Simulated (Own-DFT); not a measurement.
# What a defect does to the pressure of its cell: C40 NbSi2

Everything here is calculated. The program is Own-DFT (plane waves, in-house, since retired, never reviewed by a person); positions were held fixed, and spin and spin-orbit coupling were off.

All runs used: PBE; PseudoDojo norm-conserving scalar-relativistic files; cutoff 42 hartree; 4 x 4 x 5 k mesh centred on Gamma; cold (Marzari-Vanderbilt) smearing of 0.2 eV.

Keep in mind: forces on such cells failed a check on a denser k mesh; stress not checked against mesh or cutoff.

All runs share one cell, with vectors in Å (0.000, 8.324, 0.000); (-9.613, 0.000, 0.000); (0.000, 0.000, 6.586) and a volume of 527.0 Å³. u is the rms random offset of the atoms per axis. The defect's site can differ from row to row.

```
                    cell   formula   u (Å)  P (GPa)
               no defect  Nb12Si24  0.0196     1.49
               no defect  Nb12Si24  0.0500     2.50
               no defect  Nb12Si24  0.0500     2.51
two Nb on a Si site each  Nb14Si22  0.0279     7.45
two Nb on a Si site each  Nb14Si22  0.0491     8.34
two Nb on a Si site each  Nb14Si22  0.0546     8.52
          one Si vacancy  Nb12Si23  0.0310     1.06
          one Si vacancy  Nb12Si23  0.0316     1.10
          one Si vacancy  Nb12Si23  0.0459     1.64
          one Si vacancy  Nb12Si23  0.0500        ?
two Si on a Nb site each  Nb10Si26  0.0338     1.75
two Si on a Nb site each  Nb10Si26  0.0453     2.03
two Si on a Nb site each  Nb10Si26  0.0537     2.42
```

## Fit

P = P0 + c u² + a shift for each defect gives P0 = 1.33 GPa, c = 467 ± 21 GPa/Å² and a scatter of 0.06 GPa. The shifts, and each times the cell's volume:

- two Nb on a Si site each: 5.82 ± 0.05 GPa, 19.1 eV (9.6 eV for each of its 2 sites)
- two Si on a Nb site each: -0.21 ± 0.05 GPa, -0.7 eV (-0.3 eV for each of its 2 sites)
- one Si vacancy: -0.69 ± 0.05 GPa, -2.3 eV

Against the defect-free cell, a freed cell would be larger where the shift is positive and smaller where it is negative (160.2 GPa Å³ is 1 eV). The atoms around the defects weren't relaxed, which would change these numbers.

## The run left out

Q: what pressure belongs in the blank (one Si vacancy, u = 0.0500 Å)?

From the fit: 1.80 ± 0.07 GPa. The hidden result is 1.92 GPa.
